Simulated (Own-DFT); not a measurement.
# PBE against PBEsol on the same cells

These are calculations, not measurements. The program, named Own-DFT, is a retired in-house plane-wave density functional code that no person has reviewed. Each row is one single-point run on a periodic cell that was not relaxed, without spin or spin-orbit coupling.

Known limits, some of them of some rows only: not probed for a lower state with spin; forces on such cells moved up to 12 meV/angstrom on a denser k mesh; forces on such cells passed a denser k mesh, each cell not checked; stress not checked against mesh or cutoff.

Each cell was run twice at the same cutoff, k mesh and smearing, with PBE and with PBEsol, on PseudoDojo norm-conserving files made for PBE. Atoms were moved at random from their sites; u is the rms move along one axis. Files made for PBEsol would give a somewhat different change.

| cell | atoms | volume (Å³/atom) | u (Å) | cutoff (hartree) | P with PBE (GPa) | P with PBEsol (GPa) | change (GPa) |
|---|---|---|---|---|---|---|---|
| diamond-structure SiGe in clusters (Ge48Si16) | 64 | 21.97 | 0.030 | 42 | 3.38 | 0.67 | -2.71 |
| diamond-structure SiGe in clusters (Ge48Si16) | 64 | 21.97 | 0.064 | 42 | 3.93 | 1.22 | -2.71 |
| diamond-structure SiGe in clusters (Ge48Si16) | 64 | 21.97 | 0.057 | 42 | 4.09 | 1.37 | -2.71 |
| diamond-structure SiGe in ordered layers (Ge8Si56) | 64 | 20.34 | 0.064 | 42 | 2.93 | 1.42 | -1.51 |
| diamond-structure SiGe in ordered layers (Ge8Si56) | 64 | 20.34 | 0.058 | 42 | 2.77 | 1.26 | -1.51 |
| diamond-structure SiGe in ordered layers (Ge8Si56) | 64 | 20.34 | 0.056 | 42 | 2.82 | 1.30 | -1.51 |
| diamond-structure SiGeSn with randomly placed atoms (Ge52Si8Sn4) | 64 | 22.93 | 0.032 | 49 | 4.25 | 1.42 | -2.83 |
| diamond-structure SiGeSn with randomly placed atoms (Ge52Si8Sn4) | 64 | 22.93 | 0.028 | 49 | 4.13 | 1.29 | -2.84 |
| diamond-structure SiGeSn with randomly placed atoms (Ge52Si8Sn4) | 64 | 22.93 | 0.031 | 49 | 4.24 | 1.41 | -2.84 |
| wurtzite AlGaN with randomly placed atoms (Al27Ga9N36) | 72 | 10.68 | 0.079 | 42 | 9.81 | 6.67 | -3.15 |
| wurtzite AlGaN with randomly placed atoms (Al27Ga9N36) | 72 | 10.68 | 0.032 | 42 | 5.51 | 2.38 | -3.14 |
| wurtzite AlGaN with randomly placed atoms (Al27Ga9N36) | 72 | 10.42 | 0.048 | 42 | 12.33 | ? | ? |

## Worked reading

Mean change of pressure by composition, in GPa: Al3GaN4, -3.14; Ge13Si2Sn, -2.84; Ge3Si, -2.71; GeSi7, -1.51. At a fixed cell PBEsol gives the lower pressure, because it favours a smaller volume than PBE. Here the change varies more between materials than between cells of one material.

## Withheld value

Question: what PBEsol pressure should the Al27Ga9N36 cell with the blank give?

Adding the mean change of the cells with its composition, -3.14 GPa, to 12.33 gives 9.2 GPa. The calculation gave 9.08 GPa.
